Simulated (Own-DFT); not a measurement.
# What a defect does to the pressure of its cell: C11b WSi2

Calculated, not measured: single-point runs of Own-DFT, a retired in-house plane-wave DFT program that no person has reviewed, on unrelaxed cells, without spin or spin-orbit coupling.

All runs used: PBE; PseudoDojo norm-conserving scalar-relativistic files; cutoff 50 hartree; 5 x 5 x 5 k mesh centred on Gamma; cold (Marzari-Vanderbilt) smearing of 0.2 eV.

Keep in mind: forces on such cells failed a check on a denser k mesh; stress not checked against mesh or cutoff.

All runs share one cell, with vectors in Å (-2.148, -5.953, 3.409); (-6.444, 2.976, 1.136); (-2.553, -2.948, -6.757) and a volume of 403.2 Å³. The atoms are randomly displaced, by u rms on each axis. The defect's site can differ from row to row.

| cell | formula | u (Å) | P (GPa) |
|---|---|---|---|
| no defect | Si20W10 | 0.0183 | 4.29 |
| no defect | Si20W10 | 0.0190 | 4.38 |
| no defect | Si20W10 | 0.0537 | 6.21 |
| one Si on a W site | Si21W9 | 0.0285 | 6.01 |
| one Si on a W site | Si21W9 | 0.0461 | 7.09 |
| one Si on a W site | Si21W9 | 0.0510 | 7.59 |
| one W on a Si site | Si19W11 | 0.0258 | 9.82 |
| one W on a Si site | Si19W11 | 0.0320 | 10.04 |
| one W on a Si site | Si19W11 | 0.0507 | 11.17 |
| one W vacancy | Si20W9 | 0.0293 | 3.45 |
| one W vacancy | Si20W9 | 0.0294 | 3.58 |
| one W vacancy | Si20W9 | 0.0455 | 4.47 |
| one W vacancy | Si20W9 | 0.0554 | ? |
| one Si vacancy | Si19W10 | 0.0291 | 3.37 |
| one Si vacancy | Si19W10 | 0.0293 | 3.58 |
| one Si vacancy | Si19W10 | 0.0507 | 3.76 |

## Working it out

P = P0 + c u² + a shift for each defect gives P0 = 4.18 GPa, c = 660 ± 81 GPa/Å² and a scatter of 0.27 GPa. The shifts, and each times the cell's volume:

- one W on a Si site: 5.23 ± 0.22 GPa, 13.2 eV
- one Si on a W site: 1.50 ± 0.23 GPa, 3.8 eV
- one W vacancy: -1.17 ± 0.22 GPa, -3.0 eV
- one Si vacancy: -1.55 ± 0.22 GPa, -3.9 eV

Against the defect-free cell, a freed cell would be larger where the shift is positive and smaller where it is negative (160.2 GPa Å³ is 1 eV). The atoms around the defects weren't relaxed, which would change these numbers.

## Withheld run

Question: what pressure belongs in the blank (one W vacancy, u = 0.0554 Å)?

From the fit: 5.02 ± 0.34 GPa. Computed: 5.25 GPa.
